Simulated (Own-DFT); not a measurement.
# Computed records: AlN (wurtzite, atoms displaced)

Computed with Own-DFT development build. A calculation, not a measurement: plane-wave PBE density functional theory by an unreviewed code, no spin, of a simulated periodic cell, stress positive in tension, free energy of the whole cell less one offset for each atom, forces on such cells moved up to 12 meV/angstrom on a denser k mesh; offsets are fitted by least squares, one for each functional and potential file, so energies compare only between cells with the same atoms and settings and are not formation energies; the far tail of each file's local potential was reset to the Coulomb form; each entry is a single point on an unrelaxed cell, so the pressure reflects the starting lattice, mostly measured values (interpolated for alloys), from which strain is counted, and rises with the displacements; printed positions are rounded, which can move forces by about a meV/angstrom; the program, named Own-DFT, is a retired in-house code; no spin-orbit coupling; before rounding, a Quantum ESPRESSO 7.3.1 run of the same cell and cutoff gave forces within 1 meV/angstrom rms on each cell, which checks the program and not the settings.

Settings shared by all entries: functional PBE; potential files PseudoDojo norm-conserving, scalar-relativistic, standard set; wave cutoff 42 hartree; occupations Fermi-Dirac; smearing width 0.1 eV; k mesh 3 x 3 x 2 centred on Gamma.

(1) AlN (wurtzite, atoms displaced)

```
AlN
1.0
      9.3360     0.0000     0.0000
     -4.6680     8.0852     0.0000
      0.0000     0.0000     9.9640
Al N Al N Al N Al N Al N Al N Al N Al N Al N Al N Al N Al N Al N Al N Al N Al N Al N Al N
2 2 2 2 2 2 2 2 2 2 2 2 2 2 2 2 2 2 2 2 2 2 2 2 2 2 2 2 2 2 2 2 2 2 2 2
Direct
  0.10638 0.21642 0.98705
  0.21408 0.12663 0.25948
  0.11917 0.20864 0.19000
  0.21187 0.09216 0.43247
  0.11383 0.20820 0.50597
  0.22357 0.11751 0.74647
  0.12409 0.25435 0.69346
  0.21756 0.12011 0.93454
  0.10861 0.56736 0.00286
  0.21262 0.42631 0.26103
  0.11655 0.54111 0.18997
  0.20212 0.43383 0.44151
  0.12068 0.55421 0.50088
  0.20163 0.43630 0.76481
  0.10259 0.55207 0.68455
  0.20737 0.44316 0.92963
  0.11188 0.88517 0.99488
  0.21937 0.78317 0.24894
  0.12186 0.89992 0.19166
  0.23227 0.77438 0.44588
  0.10588 0.86176 0.49977
  0.21388 0.77758 0.75292
  0.12009 0.91893 0.71393
  0.21940 0.77072 0.92707
  0.45604 0.24184 0.99047
  0.54559 0.09474 0.24695
  0.44989 0.21450 0.18567
  0.57970 0.12178 0.45218
  0.44008 0.21510 0.50932
  0.54275 0.10480 0.72699
  0.42436 0.22164 0.68195
  0.55116 0.10710 0.94632
  0.44771 0.56324 0.00781
  0.55649 0.44105 0.26756
  0.44439 0.54936 0.18575
  0.56071 0.45095 0.42395
  0.44621 0.54319 0.49187
  0.54239 0.43194 0.74641
  0.45496 0.56600 0.70142
  0.56071 0.45667 0.95003
  0.43821 0.87394 0.01141
  0.56460 0.77976 0.25603
  0.45070 0.89221 0.17922
  0.56405 0.77954 0.43803
  0.45870 0.90209 0.48309
  0.55941 0.78521 0.74290
  0.46435 0.88902 0.69026
  0.56308 0.76974 0.93814
  0.78804 0.22927 0.01842
  0.90098 0.12668 0.25903
  0.78063 0.21297 0.18163
  0.90349 0.10199 0.45324
  0.78754 0.22586 0.48414
  0.90614 0.11715 0.76279
  0.79611 0.22446 0.70353
  0.88652 0.11802 0.93319
  0.79136 0.56705 0.01609
  0.89292 0.45489 0.24068
  0.74893 0.55370 0.17997
  0.88936 0.44841 0.43094
  0.77435 0.54683 0.50178
  0.88799 0.45426 0.72737
  0.79250 0.56898 0.69558
  0.87938 0.46322 0.94588
  0.78113 0.88282 0.99870
  0.90029 0.77566 0.24473
  0.77932 0.87362 0.19579
  0.88854 0.77559 0.44158
  0.77715 0.90899 0.51084
  0.91246 0.79147 0.75499
  0.78253 0.89366 0.68858
  0.88460 0.76422 0.93951
```

The calculation gives: free energy of cell above offsets -14.110 eV; pressure 11.26 GPa; stress xx -7.52 GPa; stress yy -9.24 GPa; stress zz -17.03 GPa; stress yz 0.53 GPa; stress xz 0.73 GPa; stress xy 1.94 GPa.

Force:
```
element  x (eV/Å)  y (eV/Å)  z (eV/Å)
     Al    -0.761     1.772     1.777
     Al     8.492    -4.183    -0.793
      N    -7.547     4.106    -2.727
      N     1.428     0.885     3.844
     Al    -0.109     1.755     1.073
     Al    -2.421     4.544     2.748
      N     1.603    -7.467    -2.523
      N     2.248    -1.264     0.079
     Al     0.219    -2.883    -1.144
     Al     1.447      1.59    -2.636
      N    -1.856     2.249     0.272
      N     3.856    -1.217     0.049
     Al    -1.958     0.202       0.3
     Al     1.163     6.105     -3.82
      N     0.892     2.174     0.256
      N     0.522     0.606     6.738
     Al    -0.129     1.616     0.027
     Al     1.696    -1.003     0.092
      N    -0.147    -1.221    -0.953
      N     0.014     0.547    -1.276
     Al    -2.025     2.252     0.286
     Al       1.9     0.199    -2.514
      N     2.723    -6.124    -4.128
      N     0.211     1.329     3.705
     Al     0.382     -2.59     1.738
     Al     0.131     3.396    -0.794
      N    -1.548     0.883     1.931
      N    -4.143    -1.309    -2.056
     Al    -0.188     0.269    -4.758
     Al     2.951     1.223     3.683
      N     3.312     0.355     0.787
      N    -0.089      0.15    -1.054
     Al    -0.017    -1.669    -2.256
     Al    -1.228     -1.65    -11.57
      N    -1.307    -0.016     3.716
      N     0.422    -1.795     10.96
     Al    -2.132      2.17     2.227
     Al     0.639     3.862     2.591
      N    -0.886    -2.234    -2.719
      N     0.059    -0.358    -2.329
     Al     0.865      1.81    -6.451
     Al     0.155    -1.376    -2.032
      N    -0.281    -2.441     5.742
      N    -1.037    -0.051     0.722
     Al     0.706      -2.7     2.871
     Al     3.198    -1.739     2.413
      N    -5.608     1.051    -2.673
      N    -1.762     1.688     0.409
     Al    -2.061     0.261    -8.674
     Al     1.065     -3.12    -0.981
      N    -0.347     0.589      7.72
      N    -2.512      3.98     -3.37
     Al     3.318     1.627     3.327
     Al    -1.665    -0.466    -3.976
      N    -2.966     0.653    -2.878
      N     0.904    -1.287     4.386
     Al    -3.459    -1.289    -4.326
     Al    -0.845    -1.044    -0.241
      N     4.116     0.903     5.246
      N     0.739    -0.191     0.224
     Al    -0.232     2.399    -0.055
     Al     1.206    -2.889     3.573
      N    -2.749    -0.583    -2.241
      N     4.607    -2.672    -0.399
     Al    -0.718     0.496      0.46
     Al     -1.74    -0.015      1.43
      N    -0.489     2.784    -0.917
      N     0.471    -0.657     0.156
     Al     1.644     -5.22    -0.464
     Al    -4.368    -1.963    -0.211
      N      1.41     0.583     2.113
      N     0.614     3.623     0.262
```

(2) AlN (wurtzite, atoms displaced)

```
AlN
1.0
      9.3360     0.0000     0.0000
     -4.6680     8.0852     0.0000
      0.0000     0.0000     9.9640
Al N Al N Al N Al N Al N Al N Al N Al N Al N Al N Al N Al N Al N Al N Al N Al N Al N Al N
2 2 2 2 2 2 2 2 2 2 2 2 2 2 2 2 2 2 2 2 2 2 2 2 2 2 2 2 2 2 2 2 2 2 2 2
Direct
  0.11951 0.23387 0.98256
  0.21782 0.09976 0.25409
  0.09192 0.18337 0.19086
  0.18785 0.09031 0.44024
  0.11973 0.21897 0.49503
  0.24486 0.12973 0.76110
  0.09525 0.21280 0.69209
  0.20371 0.09801 0.94649
  0.10385 0.54360 0.00127
  0.23868 0.45691 0.25776
  0.10605 0.56095 0.16750
  0.21452 0.45118 0.45469
  0.10339 0.56378 0.48580
  0.20336 0.43672 0.76964
  0.11397 0.56608 0.67481
  0.24188 0.46277 0.94034
  0.10392 0.88870 0.00656
  0.22649 0.78666 0.27009
  0.10777 0.88856 0.19730
  0.21472 0.76792 0.43863
  0.09693 0.89115 0.48106
  0.24107 0.78500 0.74359
  0.11447 0.87126 0.70324
  0.22090 0.78531 0.93887
  0.44025 0.22080 0.99014
  0.54776 0.10570 0.24902
  0.44601 0.22556 0.16467
  0.55082 0.09806 0.44246
  0.43177 0.20932 0.50457
  0.53963 0.09409 0.73695
  0.45031 0.22503 0.66836
  0.55692 0.12109 0.92126
  0.43905 0.56422 0.99424
  0.54345 0.42825 0.24809
  0.44497 0.54944 0.18869
  0.56006 0.44736 0.43371
  0.44090 0.53765 0.50438
  0.57252 0.46439 0.76112
  0.43052 0.54356 0.68944
  0.57433 0.46466 0.95037
  0.42022 0.87248 0.98422
  0.57752 0.79006 0.25738
  0.43310 0.89335 0.17212
  0.52435 0.75837 0.44746
  0.44210 0.87314 0.51299
  0.56451 0.78776 0.74179
  0.45504 0.87867 0.69466
  0.54007 0.74753 0.94414
  0.76369 0.21594 0.98999
  0.89442 0.11342 0.23207
  0.77047 0.21259 0.19383
  0.88804 0.11579 0.43959
  0.79025 0.21401 0.50456
  0.88829 0.10460 0.75731
  0.79421 0.22802 0.70084
  0.87074 0.12442 0.91740
  0.76005 0.53928 0.00038
  0.90385 0.44457 0.26084
  0.76753 0.56794 0.19670
  0.89285 0.42609 0.45240
  0.77297 0.54772 0.49955
  0.88385 0.44474 0.73867
  0.76516 0.54497 0.70591
  0.87913 0.42073 0.94883
  0.78467 0.89691 0.99235
  0.86649 0.77832 0.23961
  0.77806 0.88146 0.19033
  0.85493 0.75304 0.43551
  0.77098 0.90455 0.51000
  0.87243 0.77230 0.74854
  0.76825 0.90347 0.69818
  0.89259 0.77699 0.94823
```

It finds free energy of cell above offsets -10.928 eV; pressure 12.46 GPa; stress xx -13.08 GPa; stress yy -12.66 GPa; stress zz -11.63 GPa; stress yz 0.05 GPa; stress xz 0.84 GPa; stress xy -0.35 GPa.

Force:
```
element  x (eV/Å)  y (eV/Å)  z (eV/Å)
     Al    -1.479    -1.479      2.52
     Al     0.157     1.034     -1.93
      N     2.717     5.018    -2.346
      N     4.395     3.904     -1.64
     Al     -4.79     2.304     1.938
     Al    -2.054    -2.793    -2.175
      N     3.212     1.109     0.568
      N     1.507      3.24    -1.523
     Al    -1.418     1.503    -4.079
     Al    -1.847    -0.934    -0.476
      N     1.378    -0.124     7.973
      N     2.216    -1.806    -2.737
     Al     1.994    -2.196     3.751
     Al      0.13     1.139     -6.57
      N     0.175    -0.994     2.689
      N    -3.829    -3.824     0.979
     Al     1.522     -1.58     0.131
     Al     0.203    -0.291    -7.124
      N    -0.048    -1.465     0.529
      N    -0.528     3.432     2.577
     Al     0.151     -6.09     3.309
     Al    -2.539    -2.884     1.416
      N    -3.047     2.905    -2.436
      N    -2.418    -2.851    -1.582
     Al     0.403     0.312     -1.09
     Al     0.477     0.091    -0.824
      N    -0.309    -1.499     5.169
      N    -0.719     0.047     0.461
     Al     0.756     0.306    -5.808
     Al     1.987     3.632     0.419
      N     -0.35     0.146     7.429
      N     -1.89    -2.282     0.513
     Al     4.217     -5.99     5.065
     Al     0.816     2.128    -0.916
      N    -0.443     1.061     0.311
      N    -0.884    -3.049     0.853
     Al    -1.382     0.998     0.072
     Al    -5.032    -3.074     0.345
      N     1.372     0.711     1.467
      N    -7.715    -5.182    -3.667
     Al     4.216     2.535     2.187
     Al     -4.08    -2.364    -0.589
      N     1.445    -0.525     2.488
      N     3.979     0.846    -1.193
     Al    -2.595     1.459    -2.007
     Al    -0.002     -5.62     3.297
      N    -3.052     1.814    -1.032
      N     0.415     11.64    -4.022
     Al     -0.76     -0.96     2.125
     Al    -3.629    -1.676     2.774
      N     0.044     0.926     -0.83
      N     2.755     -2.09    -1.379
     Al    -3.225     0.604     1.709
     Al    -0.365     2.304    -5.122
      N    -2.368    -1.781    -2.814
      N     3.641     -2.12     8.077
     Al     7.776     4.055     3.608
     Al    -2.419    -0.608    -2.161
      N     1.964    -3.599     -0.93
      N     -3.06     1.949    -1.896
     Al     0.387    -1.176     0.324
     Al     2.268     0.321     1.806
      N     2.781     3.062    -3.561
      N    -0.443     4.943    -1.926
     Al    -1.148    -1.255      0.36
     Al     6.416    -2.185     2.679
      N    -4.155     4.803    -2.834
      N     0.733     3.784     1.122
     Al     0.886    -2.121    -1.716
     Al     2.979     1.176     0.959
      N     3.549    -2.327    -1.753
      N    -1.999    -0.447    -1.314
```
